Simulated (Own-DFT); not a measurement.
# Biaxial strain at fixed height in wurtzite AlGaN with randomly placed atoms, 96 atoms (Al12Ga36N48)

The numbers are computed, not measured, by runs of the plane-wave DFT program Own-DFT (in-house, retired, unreviewed) at fixed positions, with no spin and no spin-orbit coupling.

Method: PBE; PseudoDojo norm-conserving scalar-relativistic files (stringent for Ga); cutoff 96 hartree; 3 x 4 x 3 k mesh centred on Gamma; Gaussian smearing of 0.01 eV.

Limits: k mesh not checked against a denser one; stress not checked against mesh or cutoff.

Unstrained cell vectors in Å: (12.679, 0.000, 0.000); (-4.755, 8.235, 0.000); (0.000, 0.000, 10.268). The unstrained cell has measured lattice constants (interpolated for alloys), not those of this functional. That, the random moves and any unrelaxed bonds set the pressure at no strain. Each run strains x and y alike by e, as a substrate would, and holds the height along z. All atoms carry random offsets, Gaussian with a width of 0.05 Å per axis. The random placing of the alloy's atoms differs from row to row. Stress is positive in tension.

| e (%) | u (Å) | (s_xx + s_yy)/2 (GPa) | s_zz (GPa) |
|---|---|---|---|
| -1.50 | 0.048 | -15.54 | -10.02 |
| -0.50 | 0.050 | -9.19 | -9.06 |
| 0.25 | 0.049 | ? | ? |
| 0.75 | 0.048 | -3.04 | -6.04 |
| 1.00 | 0.052 | -1.63 | -6.74 |
| 1.25 | 0.047 | -0.77 | -4.54 |
| 1.75 | 0.049 | 2.08 | -5.18 |
| 2.25 | 0.053 | 4.33 | -5.72 |
| 2.50 | 0.049 | 4.77 | -2.63 |
| 2.75 | 0.051 | 5.86 | -3.81 |

## What the rows give

With e as a fraction, the in-plane stress is -6.7 + 538 e - 2822 e² GPa (errors 11 and 561, scatter 0.29), and s_zz is -7.7 + 156 e GPa (slope ± 24, scatter 0.95). At e = 0 the first slope is C11 + C12 and the second 2 C13, both with the ions held to the strained lattice and at the cell's own pressure. The term in e² is negative: the layer stiffens under compression and softens under tension. A free layer would change its height as e changes, and the in-plane slope would drop by 2 C13²/C33 to the biaxial modulus. At fixed height, a misfit of 1 % moves the in-plane stress by about 5.4 GPa and s_zz by 1.6 GPa.

## The run left out

Asked: what are the two stresses at e = 0.25 %?

From the fit: -5.4 and -7.4 GPa. The hidden result is -4.60 and -9.31 GPa.
